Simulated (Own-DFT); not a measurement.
# Response to strain: wurtzite AlGaN with randomly placed atoms, 72 atoms (Al27Ga9N36)

All numbers below are calculated, not measured. The program, named Own-DFT, is a retired in-house plane-wave density functional code that no person has reviewed. Each row is one single-point run on a periodic cell that was not relaxed, without spin or spin-orbit coupling.

Settings of every run: PBE; PseudoDojo norm-conserving scalar-relativistic files (stringent for Ga); cutoff 96 hartree; 4 x 4 x 3 k mesh centred on Gamma; Gaussian smearing of 0.01 eV.

Known limits: forces on such cells passed a denser k mesh, each cell not checked; stress not checked against mesh or cutoff.

Unstrained cell vectors in Å: (9.394, 0.000, 0.000); (-4.697, 8.135, 0.000); (0.000, 0.000, 10.066). The unstrained cell has measured lattice constants (interpolated for alloys), not those of this functional. That, the random moves and any unrelaxed bonds set the pressure at no strain. Each run strains this cell uniformly, with the atoms carried along. Every atom was also moved at random, by a Gaussian of width 0.05 Å on each axis. The random placing of the alloy's atoms differs from row to row. Strain is the symmetric tensor, in per cent. Stress is positive in tension, and the pressure is minus a third of its trace.

| run | e_xx (%) | e_yy (%) | e_zz (%) | s_xx (GPa) | s_yy (GPa) | s_zz (GPa) | P (GPa) | E (meV/atom) |
|---|---|---|---|---|---|---|---|---|
| 1 | 2.50 | 2.50 | 0.00 | 4.90 | 7.23 | -2.01 | -3.37 | 10.6 |
| 2 | 0.75 | 0.75 | 0.00 | -2.99 | -2.42 | -5.02 | 3.48 | 13.1 |
| 3 | -0.75 | -0.75 | 0.00 | -8.40 | -11.21 | -7.85 | 9.15 | 3.6 |
| 4 | 2.25 | 2.25 | 0.00 | 5.57 | 5.57 | -3.82 | -2.44 | 7.0 |
| 5 | -2.25 | -2.25 | 0.00 | -19.96 | -19.70 | -11.13 | 16.93 | 47.0 |
| 6 | 2.00 | 2.00 | 0.00 | 4.12 | 2.99 | -4.80 | -0.77 | 26.9 |
| 7 | 1.00 | 1.00 | 0.00 | -1.33 | -1.76 | -3.12 | 2.07 | 0.0 |
| 8 | -3.00 | -3.00 | 0.00 | -26.06 | -30.85 | -10.41 | 22.44 | 106.6 |
| 9 | -2.50 | -2.50 | 0.00 | ? | ? | ? | ? | ? |

E is the free energy for each atom above the lowest run shown.

## Worked fit

The change of volume is close to e_xx + e_yy + e_zz. A straight line through the runs shown gives P = 7.43 - 225 x (fractional change of volume) GPa, with an error of 11 on the slope and a scatter of 1.17 GPa. The strain isn't the same on all axes and the cell isn't cubic, so the slope belongs to this path and is not the bulk modulus.

## Withheld run

Question: what pressure should run 9 give? Its volume changes by -4.94 %.

The line gives 18.5 GPa. The calculation gave 18.02 GPa.
